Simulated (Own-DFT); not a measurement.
## Calculated data, Hf₁₉Si₄₀ (HfSi2 crystal with one vacancy, atoms displaced)

Computed with Own-DFT development build. A calculation, not a measurement: plane-wave density functional theory by an unreviewed code, no spin, of a simulated periodic cell, stress positive in tension, run twice, with PBE and with PBEsol, both on files made for PBE, so the change isn't that of files made for PBEsol, hafnium file: forces about 75 meV/angstrom off all-electron values; forces on such cells moved up to 12 meV/angstrom on a denser k mesh; the far tail of each file's local potential was reset to the Coulomb form; each entry is a single point on an unrelaxed cell, so the pressure reflects the starting lattice, taken from the Materials Project, from which strain is counted, and rises with the displacements; printed positions are rounded, which can move forces by about a meV/angstrom; the program, named Own-DFT, is a retired in-house code; no spin-orbit coupling; stress was not checked against mesh or cutoff.

```xyz
59
Lattice="-7.2972 7.0724 -1.7824 3.6486 7.0873 5.7379 3.6486 3.5213 -8.4115" Properties=species:S:1:pos:R:3:PBE_force_x:R:1:PBE_force_y:R:1:PBE_force_z:R:1:PBEsol_force_x:R:1:PBEsol_force_y:R:1:PBEsol_force_z:R:1 formula=Hf19Si40 functional=PBE,then_PBEsol potential_files=PseudoDojo_norm-conserving,scalar-relativistic,standard_set wave_cutoff=42 occupations=cold_(Marzari-Vanderbilt) smearing_width=0.2 k_mesh=4_x_4_x_4_centred_on_Gamma PBE_pressure=4.08 PBE_stress_xx=-4.08 PBE_stress_yy=-5.84 PBE_stress_zz=-2.31 PBE_stress_yz=0.42 PBE_stress_xz=0.3 PBE_stress_xy=-0.1 PBEsol_pressure=0.9 PBEsol_stress_xx=-1.21 PBEsol_stress_yy=-2.58 PBEsol_stress_zz=1.07 PBEsol_stress_yz=0.46 PBEsol_stress_xz=0.29 PBEsol_stress_xy=-0.11 rms_change_of_force_components_from_PBE_to_PBEsol=0.033
Hf     0.9768    10.2270    -4.1616      -0.15      -0.38      1.143      -0.15      -0.37       1.11
Hf    -0.9747     3.9898     0.7307      1.062     -1.344     -2.554      1.049     -1.329     -2.546
Si     0.9742     7.9718    -5.7883     -0.644     -0.412      0.998     -0.633     -0.433       0.98
Si    -0.9250     6.1356     2.1067      0.332      1.154      1.701      0.334      1.136       1.66
Si     2.7904     8.6062    -2.9853     -1.053      0.288      0.237     -1.058      0.268      0.175
Si    -2.7816     5.5325    -0.5376       0.75     -0.477      0.052      0.753     -0.455      0.123
Hf     0.8753    13.6835    -5.1013      0.582      0.893      0.831      0.585      0.888      0.842
Hf    -0.9375     7.3387    -0.2356      0.387      1.353     -0.314      0.386      1.293     -0.339
Si     0.8821    11.4222    -6.5012      -0.08     -0.116      -1.46     -0.091     -0.109     -1.421
Si    -0.9941     9.6546     1.5015      0.942      0.007     -1.503      0.933     -0.011     -1.435
Si     2.8153    12.1689    -3.9748     -1.383      0.489      0.573     -1.384       0.46      0.521
Si    -2.7014     9.1306    -1.4528      0.641     -0.501      0.049      0.592     -0.505      0.086
Hf    -2.9304    13.7516     2.5106       2.61      0.687     -0.308      2.569      0.687     -0.264
Si    -2.5631    11.6388     0.8581     -0.797       -1.3     -0.536     -0.854     -1.304     -0.489
Si    -0.8744    13.2112     0.3551      0.024      0.342     -0.079      0.033      0.409     -0.078
Si    -4.4983     5.1260    -2.0737      -0.98     -0.286     -0.527     -0.976     -0.299      -0.57
Si    -2.7092    12.6370    -2.4776     -0.673      -1.49      1.621       -0.7     -1.419      1.642
Hf     4.4436     6.6100    -3.1702      3.159       2.28     -2.558      3.135      2.256     -2.488
Hf    -4.5892     7.3357    -0.3014       1.32      2.959       0.18      1.293      2.909      0.141
Si    -2.6465    11.6264    -6.7245     -0.419      -1.16      0.638     -0.417     -1.186      0.641
Si    -4.5849     9.7329     1.1535       0.74     -0.174      1.345       0.78     -0.169      1.306
Si    -0.9018    12.1107    -3.7681      0.797      0.412     -0.149      0.808      0.391     -0.244
Si     0.8376     1.9480     0.2791      0.372     -0.177       0.21      0.376      -0.16      0.275
Hf     4.6173    10.3303    -4.1380     -0.749     -2.052      0.514     -0.724     -2.008      0.538
Hf    -4.5473    10.8749    -1.1872     -0.153       1.82     -0.345     -0.195      1.782     -0.368
Si     4.6359     7.9165    -5.7253     -0.346      0.398      0.103     -0.361      0.406      0.091
Si     2.7078     6.3017     2.3272      0.505      -1.17     -1.224      0.524     -1.165     -1.182
Si    -0.8152    15.5607    -4.7543     -1.569      0.763     -0.108     -1.544      0.726     -0.156
Si     0.9402     5.3735    -0.5518      0.042      0.681     -0.269      0.048      0.673     -0.209
Hf     0.9842    10.2172     3.4685     -0.497      1.036     -1.721     -0.504      1.027     -1.651
Hf     2.6804     7.3961    -0.2332      0.854      0.347     -1.288      0.851      0.342     -1.296
Si     1.0231     7.8816     1.7864     -1.168      0.903      -0.04     -1.171      0.913      -0.05
Si     2.8354     9.7874     1.1694     -0.983     -0.257      0.839     -1.006     -0.265      0.823
Si     2.6926     8.6434     4.5225      0.731        0.9      0.431      0.697       0.86      0.361
Si     0.8857     8.9648    -1.3802     -0.518      1.183     -0.838     -0.498      1.143     -0.781
Hf    -2.6623     6.7748    -3.2090     -1.657     -1.339     -0.965     -1.625     -1.318     -0.916
Hf     2.6555    11.1348    -1.2595      0.522     -2.146      0.343       0.56     -2.124      0.322
Si     0.8274    11.4677     0.8373     -0.059     -0.108      0.031     -0.022     -0.117      0.048
Si    -0.9798     6.1633    -5.3826      0.189      0.168      0.652      0.203      0.173      0.635
Si    -0.9313     5.1546    -2.0508     -0.017     -0.598      0.186     -0.019     -0.595      0.127
Si     0.9074    12.7692    -2.2682       0.26      -2.52     -0.397      0.297     -2.441     -0.362
Hf    -2.6944    10.2677    -4.1534     -0.875      -0.21      0.212     -0.885     -0.204      0.219
Hf    -0.8985     7.4985    -7.7488     -0.241      0.322     -1.231     -0.232      0.306     -1.234
Si    -2.7772     7.9252    -5.8475      0.006      0.394      0.906      0.014      0.387      0.879
Si    -0.8579     9.5769    -6.0560     -0.459       0.94       -0.8     -0.468      0.945     -0.784
Si    -0.9760     8.6154    -3.0859      1.614      0.988      0.986        1.6      0.934      0.895
Si    -2.6920     9.2375    -9.0104     -1.192     -3.116      0.224      -1.18     -3.039      0.274
Hf     0.9151     3.2277    -2.3800     -0.449     -0.508     -0.138     -0.446     -0.495     -0.113
Hf    -0.8618    14.4531    -2.1743     -0.986      2.473      0.868     -0.977      2.438      0.817
Si     4.5503     8.0628     1.6089      0.497     -0.373      0.996      0.494     -0.391      0.974
Si    -4.4793     9.8315    -6.0752     -0.216     -0.659     -1.166     -0.209     -0.629     -1.131
Si    -4.6471     8.6491    -3.0665      0.794     -0.467      0.612      0.804     -0.461      0.562
Si     4.6350     9.0985    -1.5535      -1.25     -0.995      0.404     -1.224     -0.956      0.457
Hf     0.7938     6.6191    -3.3647      1.378      0.915       0.68      1.362      0.907      0.709
Hf     2.7032     3.8346    -6.8597      0.137       1.59     -0.723       0.15      1.569     -0.754
Si     0.8899     4.3770    -4.8893      0.162      0.558     -0.247      0.178      0.578     -0.247
Si     2.7967     6.1480    -5.4490     -0.523      0.054      1.423     -0.541      0.053      1.393
Si     2.7887     5.2014    -2.2496     -2.315     -1.977      1.446     -2.295     -1.962      1.374
Si     0.8407     5.6100    -8.0659      0.991     -0.985      0.054      0.981     -0.945      0.106
```

Units: wave_cutoff in hartree; smearing_width in eV; PBE_pressure, PBE_stress_xx, PBE_stress_yy, PBE_stress_zz, PBE_stress_yz, PBE_stress_xz, PBE_stress_xy, PBEsol_pressure, PBEsol_stress_xx, PBEsol_stress_yy, PBEsol_stress_zz, PBEsol_stress_yz, PBEsol_stress_xz, PBEsol_stress_xy in GPa; rms_change_of_force_components_from_PBE_to_PBEsol, PBE_force_x, PBE_force_y, PBE_force_z, PBEsol_force_x, PBEsol_force_y, PBEsol_force_z in eV/Å.
